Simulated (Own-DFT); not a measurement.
# Computed records: Si3N4 (beta silicon nitride, atoms displaced)

All values are calculated (Own-DFT development build). A calculation, not a measurement: plane-wave PBE density functional theory by an unreviewed code, no spin, of a simulated periodic cell, stress positive in tension, free energy of the whole cell less one offset for each atom, forces on such cells passed a denser k mesh, this cell's mesh not checked; offsets are fitted by least squares, one for each functional and potential file, so energies compare only between cells with the same atoms and settings and are not formation energies; the far tail of each file's local potential was reset to the Coulomb form; each entry is a single point on an unrelaxed cell, so the pressure reflects the starting lattice, mostly measured values (interpolated for alloys), from which strain is counted, and rises with the displacements; printed positions are rounded, which can move forces by about a meV/angstrom; the program, named Own-DFT, is a retired in-house code; no spin-orbit coupling.

Settings shared by all entries: functional PBE; potential files PseudoDojo norm-conserving, scalar-relativistic, standard set; wave cutoff 42 hartree; occupations Fermi-Dirac; smearing width 0.1 eV; k mesh 3 x 3 x 3 centred on Gamma.

(1) 
```cif
# cell vector a (Å): 7.6060 0.0000 0.0000
# cell vector b (Å): -3.8030 6.5870 0.0000
# cell vector c (Å): 0.0000 0.0000 8.7270
data_Si3N4
_symmetry_space_group_name_H-M 'P 1'
_symmetry_Int_Tables_number 1
_cell_length_a 7.6060
_cell_length_b 7.6060
_cell_length_c 8.7270
_cell_angle_alpha 90.000
_cell_angle_beta 90.000
_cell_angle_gamma 120.000
_cell_volume 437.23
loop_
_atom_site_label
_atom_site_type_symbol
_atom_site_fract_x
_atom_site_fract_y
_atom_site_fract_z
_atom_site_occupancy
Si1 Si 0.17452 0.77304 0.08139 1
Si2 Si 0.23090 0.40642 0.08153 1
Si3 Si 0.59486 0.82617 0.08649 1
Si4 Si 0.83109 0.22719 0.25233 1
Si5 Si 0.77025 0.59661 0.24971 1
Si6 Si 0.40025 0.17494 0.24684 1
N1 N 0.33181 0.03340 0.08238 1
N2 N 0.97102 0.30343 0.08737 1
N3 N 0.69906 0.66414 0.08751 1
N4 N 0.66860 0.96915 0.25167 1
N5 N 0.03013 0.70041 0.25037 1
N6 N 0.29977 0.32932 0.25105 1
N7 N 0.32529 0.66083 0.08530 1
N8 N 0.66742 0.33055 0.25207 1
Si7 Si 0.17143 0.77100 0.41666 1
Si8 Si 0.22811 0.39954 0.41813 1
Si9 Si 0.59814 0.82889 0.41540 1
Si10 Si 0.82986 0.23437 0.58283 1
Si11 Si 0.77136 0.59801 0.58160 1
Si12 Si 0.40739 0.17811 0.58257 1
N9 N 0.33469 0.03716 0.41468 1
N10 N 0.97234 0.29833 0.41423 1
N11 N 0.70108 0.67014 0.41621 1
N12 N 0.67007 0.97251 0.58361 1
N13 N 0.02891 0.70392 0.58679 1
N14 N 0.30501 0.33484 0.57874 1
N15 N 0.32526 0.65989 0.41352 1
N16 N 0.67028 0.33511 0.58448 1
Si13 Si 0.17429 0.77175 0.75186 1
Si14 Si 0.23050 0.40449 0.75389 1
Si15 Si 0.59904 0.82250 0.75162 1
Si16 Si 0.82573 0.22676 0.91918 1
Si17 Si 0.76487 0.59482 0.91485 1
Si18 Si 0.40334 0.17216 0.91443 1
N17 N 0.32953 0.02705 0.74920 1
N18 N 0.96663 0.29824 0.75315 1
N19 N 0.70006 0.66179 0.74838 1
N20 N 0.66272 0.96848 0.91649 1
N21 N 0.03565 0.69962 0.91598 1
N22 N 0.30028 0.32909 0.91564 1
N23 N 0.33019 0.66454 0.74946 1
N24 N 0.66186 0.32989 0.91461 1
_calc_free_energy_of_cell_above_offsets '-7.175'  # eV
_calc_pressure 5.57  # GPa
_calc_stress_xx -4.17  # GPa
_calc_stress_yy -5.02  # GPa
_calc_stress_zz -7.52  # GPa
_calc_stress_yz 0.24  # GPa
_calc_stress_xz -1.02  # GPa
_calc_stress_xy 0.33  # GPa
```

Force:
| element | x (eV/Å) | y (eV/Å) | z (eV/Å) |
| --- | --- | --- | --- |
| Si | 0.417 | -0.674 | 0.892 |
| Si | 0.351 | -0.272 | 0.92 |
| Si | -0.825 | -1.183 | -0.463 |
| Si | -2.227 | 0.936 | -0.422 |
| Si | 0.793 | -1.851 | 0.847 |
| Si | 1.896 | 0.649 | 0.697 |
| N | -0.26 | -0.7 | -0.322 |
| N | 0.08 | -0.744 | -1.111 |
| N | -1.219 | 1.2 | -1.682 |
| N | 0.333 | -0.021 | -0.608 |
| N | -0.146 | 0.475 | -0.404 |
| N | -0.775 | 0.323 | -0.843 |
| N | 1.191 | 1.756 | -0.225 |
| N | 0.035 | 0.255 | -0.192 |
| Si | 1.062 | 0.144 | 0.264 |
| Si | 0.25 | 1.541 | -1.03 |
| Si | -1.464 | -1.516 | 1.036 |
| Si | -0.7 | -0.157 | 0.177 |
| Si | 0.273 | -1.319 | -0.321 |
| Si | 0.854 | -0.265 | -0.108 |
| N | -0.341 | -1.421 | 0.365 |
| N | -0.367 | -0.464 | 1.242 |
| N | -0.254 | 0.452 | 0.015 |
| N | 0.429 | -0.64 | 0.224 |
| N | 0.5 | 0.316 | -0.728 |
| N | -0.224 | -0.361 | 2.164 |
| N | 0.838 | 1.423 | 0.3 |
| N | -0.242 | 0.215 | -0.122 |
| Si | 0.823 | -0.864 | -0.717 |
| Si | -0.269 | 0.441 | -1.584 |
| Si | -1.576 | -0.088 | -0.925 |
| Si | -1.301 | 1.066 | 0.163 |
| Si | 1.807 | -1.243 | 1.08 |
| Si | 0.629 | 0.164 | 0.054 |
| N | -0.234 | 1.244 | -0.3 |
| N | 0.944 | 0.072 | -0.385 |
| N | -1.401 | 1.314 | 0.316 |
| N | 0.752 | -0.653 | 0.667 |
| N | -2.062 | -0.479 | 0.317 |
| N | -0.184 | -0.051 | 0.446 |
| N | 0.92 | 0.421 | 0.121 |
| N | 0.893 | 0.557 | 0.185 |

(2) 
```cif
# cell vector a (Å): 7.6060 0.0000 0.0000
# cell vector b (Å): -3.8030 6.5870 0.0000
# cell vector c (Å): 0.0000 0.0000 8.7270
data_Si3N4
_symmetry_space_group_name_H-M 'P 1'
_symmetry_Int_Tables_number 1
_cell_length_a 7.6060
_cell_length_b 7.6060
_cell_length_c 8.7270
_cell_angle_alpha 90.000
_cell_angle_beta 90.000
_cell_angle_gamma 120.000
_cell_volume 437.23
loop_
_atom_site_label
_atom_site_type_symbol
_atom_site_fract_x
_atom_site_fract_y
_atom_site_fract_z
_atom_site_occupancy
Si1 Si 0.17298 0.77116 0.08452 1
Si2 Si 0.23404 0.40776 0.07792 1
Si3 Si 0.59959 0.82591 0.08222 1
Si4 Si 0.82854 0.23446 0.24867 1
Si5 Si 0.76980 0.59573 0.25140 1
Si6 Si 0.40705 0.17055 0.24807 1
N1 N 0.33375 0.03768 0.09089 1
N2 N 0.96521 0.29871 0.08738 1
N3 N 0.69867 0.66496 0.08458 1
N4 N 0.66615 0.97172 0.25087 1
N5 N 0.02808 0.69652 0.24875 1
N6 N 0.29647 0.33155 0.24844 1
N7 N 0.33150 0.67008 0.08262 1
N8 N 0.66626 0.33765 0.25082 1
Si7 Si 0.17091 0.76467 0.41700 1
Si8 Si 0.22526 0.40059 0.42032 1
Si9 Si 0.59719 0.82509 0.41354 1
Si10 Si 0.83229 0.23197 0.58171 1
Si11 Si 0.76609 0.59419 0.58131 1
Si12 Si 0.40060 0.17304 0.58309 1
N9 N 0.33181 0.03044 0.41582 1
N10 N 0.96894 0.30135 0.41922 1
N11 N 0.69968 0.66754 0.41645 1
N12 N 0.67276 0.96850 0.58461 1
N13 N 0.02477 0.69727 0.58474 1
N14 N 0.30016 0.32962 0.58273 1
N15 N 0.33454 0.66993 0.41594 1
N16 N 0.66760 0.33621 0.58379 1
Si13 Si 0.17190 0.77055 0.75178 1
Si14 Si 0.23389 0.40257 0.75376 1
Si15 Si 0.59997 0.82807 0.74746 1
Si16 Si 0.82778 0.23179 0.91515 1
Si17 Si 0.76923 0.59560 0.91691 1
Si18 Si 0.39885 0.16845 0.91613 1
N17 N 0.33304 0.02859 0.75386 1
N18 N 0.96806 0.30105 0.74747 1
N19 N 0.70044 0.66434 0.75013 1
N20 N 0.67215 0.97351 0.91620 1
N21 N 0.03160 0.69857 0.91868 1
N22 N 0.29932 0.33270 0.91711 1
N23 N 0.33607 0.66815 0.74793 1
N24 N 0.66787 0.33079 0.91173 1
_calc_free_energy_of_cell_above_offsets '-7.088'  # eV
_calc_pressure 5.57  # GPa
_calc_stress_xx -4.01  # GPa
_calc_stress_yy -4.18  # GPa
_calc_stress_zz -8.52  # GPa
_calc_stress_yz -0.15  # GPa
_calc_stress_xz 0.33  # GPa
_calc_stress_xy 0.24  # GPa
```

Force:
| element | x (eV/Å) | y (eV/Å) | z (eV/Å) |
| --- | --- | --- | --- |
| Si | 0.77 | 0.129 | 0.184 |
| Si | -1.331 | 0.554 | 2.549 |
| Si | -1.323 | 0.087 | 0.148 |
| Si | -1.424 | -0.167 | 1.085 |
| Si | -0.101 | -0.762 | -0.172 |
| Si | -0.754 | 2.651 | 2.439 |
| N | -0.411 | -2.41 | -3.209 |
| N | 1.537 | 0.633 | -1.959 |
| N | -0.394 | 0.669 | -0.321 |
| N | 0.581 | 0.014 | -0.566 |
| N | 0.094 | 0.398 | 0.457 |
| N | 0.599 | -0.528 | 0.315 |
| N | 1.005 | -0.016 | -0.219 |
| N | 0.814 | -0.78 | -0.04 |
| Si | 0.388 | 0.536 | 0.193 |
| Si | 0.858 | 1.593 | -1.628 |
| Si | -0.968 | 0.006 | 0.912 |
| Si | -2.551 | -0.281 | 0.703 |
| Si | 0.373 | -0.875 | 0.603 |
| Si | 1.918 | 0.267 | -0.118 |
| N | -0.407 | -0.628 | 0.364 |
| N | 0.143 | -0.091 | -1.099 |
| N | -0.456 | 0.648 | -0.282 |
| N | 0.291 | 0.52 | -1.118 |
| N | 0.841 | 0.777 | -0.179 |
| N | -0.412 | -0.132 | 0.891 |
| N | 0.205 | -1.093 | 0.165 |
| N | 0.091 | -1.316 | -0.202 |
| Si | 1.143 | -1.168 | -0.584 |
| Si | -1.456 | 1.535 | -1.75 |
| Si | -0.587 | -0.807 | 0.862 |
| Si | -0.642 | 0.395 | 0.396 |
| Si | 0.534 | -1.404 | -0.076 |
| Si | 1.565 | 1.601 | 1.096 |
| N | -0.705 | 0.057 | -1.094 |
| N | 1.564 | 0.358 | 0.862 |
| N | -0.998 | 1.003 | 0.077 |
| N | 0.426 | -1.064 | -0.07 |
| N | -0.565 | 0.306 | -0.041 |
| N | 1.187 | -1.176 | -0.208 |
| N | -0.246 | -0.338 | 0.201 |
| N | -1.193 | 0.297 | 0.436 |

(3) 
```cif
# cell vector a (Å): 7.6060 0.0000 0.0000
# cell vector b (Å): -3.8030 6.5870 0.0000
# cell vector c (Å): 0.0000 0.0000 8.7270
data_Si3N4
_symmetry_space_group_name_H-M 'P 1'
_symmetry_Int_Tables_number 1
_cell_length_a 7.6060
_cell_length_b 7.6060
_cell_length_c 8.7270
_cell_angle_alpha 90.000
_cell_angle_beta 90.000
_cell_angle_gamma 120.000
_cell_volume 437.23
loop_
_atom_site_label
_atom_site_type_symbol
_atom_site_fract_x
_atom_site_fract_y
_atom_site_fract_z
_atom_site_occupancy
Si1 Si 0.17344 0.77068 0.08539 1
Si2 Si 0.23472 0.40247 0.08407 1
Si3 Si 0.58874 0.82145 0.08442 1
Si4 Si 0.82471 0.23106 0.25351 1
Si5 Si 0.76665 0.59296 0.25022 1
Si6 Si 0.40895 0.17627 0.24815 1
N1 N 0.33229 0.02809 0.08151 1
N2 N 0.96349 0.29935 0.09015 1
N3 N 0.69475 0.66584 0.08703 1
N4 N 0.66958 0.96642 0.25092 1
N5 N 0.03077 0.70096 0.25431 1
N6 N 0.30448 0.34128 0.25018 1
N7 N 0.33617 0.67120 0.08374 1
N8 N 0.66566 0.33480 0.25218 1
Si7 Si 0.17547 0.77137 0.41484 1
Si8 Si 0.23783 0.40818 0.41722 1
Si9 Si 0.59587 0.82812 0.41587 1
Si10 Si 0.82444 0.22916 0.58240 1
Si11 Si 0.77046 0.59579 0.58538 1
Si12 Si 0.40250 0.17087 0.58127 1
N9 N 0.32767 0.02853 0.41350 1
N10 N 0.96750 0.29634 0.41524 1
N11 N 0.70295 0.66763 0.41706 1
N12 N 0.66499 0.96624 0.58301 1
N13 N 0.02922 0.70056 0.58309 1
N14 N 0.30515 0.33179 0.58320 1
N15 N 0.33385 0.66804 0.41945 1
N16 N 0.66570 0.33379 0.58697 1
Si13 Si 0.17133 0.77006 0.74842 1
Si14 Si 0.23204 0.40890 0.75025 1
Si15 Si 0.59497 0.82930 0.75136 1
Si16 Si 0.82073 0.23083 0.91932 1
Si17 Si 0.77205 0.60055 0.91982 1
Si18 Si 0.40264 0.17046 0.92064 1
N17 N 0.32922 0.03039 0.74947 1
N18 N 0.97357 0.30537 0.75362 1
N19 N 0.69719 0.66317 0.75250 1
N20 N 0.66847 0.96552 0.92340 1
N21 N 0.02953 0.69961 0.91767 1
N22 N 0.30291 0.33287 0.92135 1
N23 N 0.33629 0.66974 0.74944 1
N24 N 0.66340 0.32904 0.91432 1
_calc_free_energy_of_cell_above_offsets '-7.380'  # eV
_calc_pressure 5.53  # GPa
_calc_stress_xx -4.41  # GPa
_calc_stress_yy -5.32  # GPa
_calc_stress_zz -6.85  # GPa
_calc_stress_yz 0.73  # GPa
_calc_stress_xz -0.29  # GPa
_calc_stress_xy -0.91  # GPa
```

Force:
| element | x (eV/Å) | y (eV/Å) | z (eV/Å) |
| --- | --- | --- | --- |
| Si | 0.54 | -1.134 | -0.036 |
| Si | -2.458 | 1.404 | 0.146 |
| Si | 0.669 | 0.489 | 0.719 |
| Si | -0.501 | -0.458 | -0.39 |
| Si | 0.382 | 0.219 | 0.541 |
| Si | -0.687 | 0.163 | 0.228 |
| N | -0.395 | 0.391 | 1.243 |
| N | 1.471 | 0.568 | -1.46 |
| N | 0.356 | 0.14 | -0.539 |
| N | -0.147 | 0.722 | -0.168 |
| N | -0.509 | -0.139 | -1.413 |
| N | 1.729 | -1.625 | 0.191 |
| N | -1.222 | -1.659 | 0 |
| N | 0.416 | -0.511 | -0.091 |
| Si | 0.336 | -0.933 | 0.984 |
| Si | -1.349 | 0.237 | 0.389 |
| Si | 0.279 | -1.306 | 0.224 |
| Si | -0.169 | 0.66 | 0.698 |
| Si | -0.35 | -0.772 | -0.202 |
| Si | 0.82 | 0.624 | 0.477 |
| N | 0.02 | 0.896 | 0.092 |
| N | 1.048 | 0.459 | 1.058 |
| N | -1.053 | 0.744 | 0.314 |
| N | 0.402 | 0.957 | 0.381 |
| N | 0.401 | 0.33 | -0.209 |
| N | -0.823 | 0.113 | 0.21 |
| N | -0.006 | 0.015 | -0.126 |
| N | 0.364 | -0.605 | -0.386 |
| Si | 0.93 | -0.368 | 0.385 |
| Si | 0.805 | 0.09 | 0.32 |
| Si | 0.455 | -0.925 | 0.422 |
| Si | 0.893 | -0.004 | 0.367 |
| Si | -0.347 | -1.806 | -0.2 |
| Si | 0.337 | 0.999 | -1.717 |
| N | -0.257 | -0.08 | 0.284 |
| N | -0.78 | -0.911 | -0.533 |
| N | -0.851 | 1.238 | -0.141 |
| N | 0.199 | 0.957 | -1.563 |
| N | 0.245 | 0.418 | 0.188 |
| N | 0.078 | -0.5 | -1.228 |
| N | -0.769 | -0.186 | 0.097 |
| N | -0.503 | 1.09 | 0.446 |

(4) 
```cif
# cell vector a (Å): 7.6060 0.0000 0.0000
# cell vector b (Å): -3.8030 6.5870 0.0000
# cell vector c (Å): 0.0000 0.0000 8.7270
data_Si3N4
_symmetry_space_group_name_H-M 'P 1'
_symmetry_Int_Tables_number 1
_cell_length_a 7.6060
_cell_length_b 7.6060
_cell_length_c 8.7270
_cell_angle_alpha 90.000
_cell_angle_beta 90.000
_cell_angle_gamma 120.000
_cell_volume 437.23
loop_
_atom_site_label
_atom_site_type_symbol
_atom_site_fract_x
_atom_site_fract_y
_atom_site_fract_z
_atom_site_occupancy
Si1 Si 0.17658 0.77144 0.08026 1
Si2 Si 0.22664 0.40211 0.08515 1
Si3 Si 0.59148 0.82338 0.08495 1
Si4 Si 0.82756 0.23092 0.25030 1
Si5 Si 0.76554 0.58869 0.25382 1
Si6 Si 0.40104 0.17917 0.25132 1
N1 N 0.33322 0.02991 0.08512 1
N2 N 0.96923 0.30680 0.08281 1
N3 N 0.69136 0.66048 0.08392 1
N4 N 0.66375 0.96545 0.24778 1
N5 N 0.03056 0.69856 0.25012 1
N6 N 0.30179 0.33364 0.25113 1
N7 N 0.32919 0.66259 0.08148 1
N8 N 0.67212 0.33587 0.24860 1
Si7 Si 0.17292 0.77027 0.42020 1
Si8 Si 0.23165 0.40337 0.41487 1
Si9 Si 0.59754 0.82758 0.41624 1
Si10 Si 0.83046 0.23320 0.58309 1
Si11 Si 0.76748 0.59352 0.58495 1
Si12 Si 0.40628 0.17818 0.58041 1
N9 N 0.33833 0.03188 0.41769 1
N10 N 0.96940 0.29968 0.41954 1
N11 N 0.69997 0.66639 0.41666 1
N12 N 0.66727 0.96854 0.58442 1
N13 N 0.02899 0.69479 0.58289 1
N14 N 0.29729 0.33039 0.58125 1
N15 N 0.33203 0.66821 0.41679 1
N16 N 0.66568 0.33413 0.58131 1
Si13 Si 0.17617 0.77153 0.75155 1
Si14 Si 0.22533 0.39552 0.75049 1
Si15 Si 0.59666 0.82654 0.74926 1
Si16 Si 0.82506 0.23384 0.91593 1
Si17 Si 0.76620 0.59261 0.91509 1
Si18 Si 0.40804 0.17412 0.91790 1
N17 N 0.33217 0.03291 0.74611 1
N18 N 0.97159 0.30507 0.74608 1
N19 N 0.70015 0.66384 0.75113 1
N20 N 0.67214 0.97235 0.91557 1
N21 N 0.02790 0.69787 0.91436 1
N22 N 0.30268 0.32965 0.91620 1
N23 N 0.33216 0.66343 0.75132 1
N24 N 0.66985 0.33398 0.91453 1
_calc_free_energy_of_cell_above_offsets '-7.440'  # eV
_calc_pressure 5.34  # GPa
_calc_stress_xx -5.28  # GPa
_calc_stress_yy -4.73  # GPa
_calc_stress_zz -6.02  # GPa
_calc_stress_yz -0.11  # GPa
_calc_stress_xz 0.14  # GPa
_calc_stress_xy 0.62  # GPa
```

Force:
| element | x (eV/Å) | y (eV/Å) | z (eV/Å) |
| --- | --- | --- | --- |
| Si | -0.459 | -1.164 | 0.918 |
| Si | 0.435 | 0.944 | -1.126 |
| Si | -0.008 | -0.617 | -1.144 |
| Si | -0.683 | -0.188 | 0.102 |
| Si | 0.659 | 1.091 | -1.314 |
| Si | 2.602 | -0.984 | -0.054 |
| N | -0.285 | 0.725 | -0.182 |
| N | 0.305 | -0.661 | 0.143 |
| N | 0.162 | 0.388 | 0.103 |
| N | 0.614 | 1.289 | 0.611 |
| N | -0.179 | 0.426 | -0.048 |
| N | -0.473 | -0.199 | -0.507 |
| N | 0.322 | 0.452 | 0.061 |
| N | -1.172 | -1.57 | 0.141 |
| Si | 0.601 | -0.297 | -1.172 |
| Si | -1.06 | 1.701 | 0.977 |
| Si | -0.86 | -0.936 | 0.216 |
| Si | -1.778 | -0.416 | 0.041 |
| Si | 0.556 | -0.33 | -0.413 |
| Si | 0.544 | -0.169 | 0.522 |
| N | -0.756 | 0.085 | -0.564 |
| N | 0.557 | -0.206 | -1.34 |
| N | -0.75 | 0.636 | 0.539 |
| N | 0.574 | 0.633 | -0.431 |
| N | -0.285 | 0.455 | 0.712 |
| N | 0.432 | -0.46 | 0.191 |
| N | 0.768 | -0.43 | -0.058 |
| N | 0.678 | -0.207 | 0.099 |
| Si | 0.506 | -0.695 | -0.819 |
| Si | 0.496 | 2.091 | -0.17 |
| Si | -0.569 | -1.049 | 0.434 |
| Si | 0.498 | -0.112 | -0.348 |
| Si | 0.293 | -0.092 | 1.127 |
| Si | 0.289 | -0.068 | -0.657 |
| N | -0.17 | -0.046 | 0.857 |
| N | -0.439 | -0.718 | 1.298 |
| N | -1.253 | 1.098 | -0.491 |
| N | 0.16 | -0.45 | 0.439 |
| N | 0.136 | 0.509 | 0.526 |
| N | -0.511 | -0.328 | 0.65 |
| N | 0.292 | 0.1 | 0.028 |
| N | -0.79 | -0.235 | 0.102 |
